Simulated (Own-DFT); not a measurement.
# How strain changes the stress of wurtzite GaN, 72 atoms (Ga36N36)

Calculated results; nothing here was measured. They come from Own-DFT, an in-house plane-wave density functional program, since retired, whose code no person has reviewed. Each row is one single-point run on a periodic cell that was not relaxed, without spin or spin-orbit coupling.

Settings of every run: PBE; PseudoDojo norm-conserving scalar-relativistic files; cutoff 42 hartree; 4 x 4 x 3 k mesh centred on Gamma; Fermi-Dirac smearing of 0.1 eV.

Known limits: forces not confirmed at this smearing and k mesh; stress not checked against mesh or cutoff.

Unstrained cell vectors in Å: (9.567, 0.000, 0.000); (-4.783, 8.285, 0.000); (0.000, 0.000, 10.370). The unstrained cell has measured lattice constants (interpolated for alloys), not those of this functional. That, the random moves and any unrelaxed bonds set the pressure at no strain. Each run strains this cell uniformly, with the atoms carried along. Every atom was also moved at random, by a Gaussian of width 0.05 Å on each axis. Strain is the symmetric tensor, in per cent. Stress is positive in tension, and the pressure is minus a third of its trace.

| run | e_xx (%) | e_yy (%) | e_zz (%) | e_yz (%) | e_xz (%) | e_xy (%) | s_xx (GPa) | s_yy (GPa) | s_zz (GPa) | s_yz (GPa) | s_xz (GPa) | s_xy (GPa) | P (GPa) | E (meV/atom) |
|---|---|---|---|---|---|---|---|---|---|---|---|---|---|---|
| 1 | -1.21 | 1.31 | -1.00 | 1.27 | 1.11 | 0.58 | -12.80 | -5.54 | -12.11 | 2.58 | 3.11 | 3.19 | 10.15 | 31.3 |
| 2 | 0.12 | 1.69 | -0.66 | 0.87 | 1.98 | 0.40 | -6.22 | -0.76 | -9.07 | 2.22 | 4.38 | 0.71 | 5.35 | 3.6 |
| 3 | -1.74 | -1.09 | 1.95 | 1.29 | 1.33 | 0.48 | -15.35 | -12.51 | -2.61 | 2.31 | 3.08 | 3.26 | 10.16 | 31.9 |
| 4 | 1.02 | -1.76 | -0.90 | 1.94 | 1.66 | 1.18 | -5.66 | -15.40 | -13.39 | 3.92 | 3.77 | 3.97 | 11.48 | 28.9 |
| 5 | 1.39 | -1.67 | 1.22 | -0.30 | -1.36 | 0.51 | -1.60 | -13.70 | -2.53 | -1.11 | -3.20 | 1.46 | 5.95 | 5.6 |
| 6 | 1.85 | 0.81 | -1.79 | 1.07 | -0.28 | -0.53 | -1.10 | -2.83 | -14.01 | 2.20 | -1.04 | -2.06 | 5.98 | 6.6 |
| 7 | 1.33 | 1.71 | -0.08 | -1.56 | 1.68 | -1.03 | -0.70 | 0.69 | -6.94 | -2.48 | 3.36 | -2.06 | 2.31 | 11.9 |
| 8 | 1.08 | 0.71 | 1.44 | -1.47 | -0.24 | -0.17 | -2.47 | -2.03 | -1.59 | -3.28 | -1.27 | -1.64 | 2.03 | 9.1 |
| 9 | -0.65 | -0.97 | 1.01 | -0.24 | 0.94 | 1.86 | -12.45 | -11.58 | -2.96 | -0.72 | 2.96 | 5.98 | 9.00 | 12.8 |
| 10 | -0.19 | -1.35 | 1.60 | 0.04 | -0.09 | -0.92 | -8.30 | -12.81 | -2.29 | 0.31 | 0.49 | -1.77 | 7.80 | 11.9 |
| 11 | 1.16 | -1.12 | -1.50 | -0.16 | -0.16 | 1.29 | -6.01 | -12.33 | -14.01 | 0.24 | 0.16 | 4.08 | 10.78 | 18.8 |
| 12 | -1.58 | 0.30 | 0.58 | -0.19 | -0.81 | 1.47 | -11.26 | -8.37 | -7.48 | -0.19 | -1.64 | 5.13 | 9.04 | 12.8 |
| 13 | 1.59 | 0.98 | 1.59 | 0.46 | 0.71 | -0.32 | 1.14 | -0.82 | -0.45 | 1.10 | 1.13 | -1.17 | 0.04 | 0.0 |
| 14 | 0.09 | 0.97 | -0.95 | 0.50 | -0.91 | -1.01 | -6.85 | -6.45 | -9.55 | 0.71 | -2.52 | -4.55 | 7.62 | 10.9 |
| 15 | -1.58 | 1.54 | -1.65 | -1.09 | -1.07 | -1.28 | -16.02 | -3.29 | -15.78 | -3.18 | -2.10 | -3.25 | 11.70 | 36.4 |
| 16 | 1.02 | 1.47 | -1.18 | 1.56 | 0.67 | 1.95 | ? | ? | ? | ? | ? | ? | ? | ? |

E is the free energy for each atom above the lowest run shown.

## Worked fit

Each stress component was fitted by least squares to a constant and the strains of the runs shown, as fractions, with shears doubled. Shear strains stay in the fit of a normal stress only where such slopes are resolved. The slopes, in GPa:

```
stress,at no strain,per e_xx,per e_yy,per e_zz,scatter
s_xx,-8.0,426 ± 25,92 ± 26,91 ± 25,1.17
s_yy,-8.0,110 ± 20,432 ± 21,77 ± 20,0.94
s_zz,-8.1,66 ± 22,56 ± 23,409 ± 23,1.05
```

Each shear stress against twice its own strain: yz 99 ± 7, xz 118 ± 5, xy 141 ± 14 GPa. These are stiffnesses along x, y and z of the frame in which the cell vectors are given, which need not be the crystal's axes. The atoms are held to the strained lattice; where symmetry lets them move under strain, relaxing them would lower some slopes. The table should be nearly symmetric about its diagonal, and what it lacks of that shows the noise. A ninth of its sum, 195 ± 4 GPa, estimates the bulk modulus near the mean pressure of these runs, 7.3 GPa, so it lies above the value at zero pressure.

## Withheld run

Question: what normal stresses and pressure should run 16 give?

The fit gives s_xx = -3.3, s_yy = -1.4, s_zz = -11.4 and P = 5.4 GPa. The calculation gave -2.86, -0.74, -12.16 and P = 5.25 GPa.
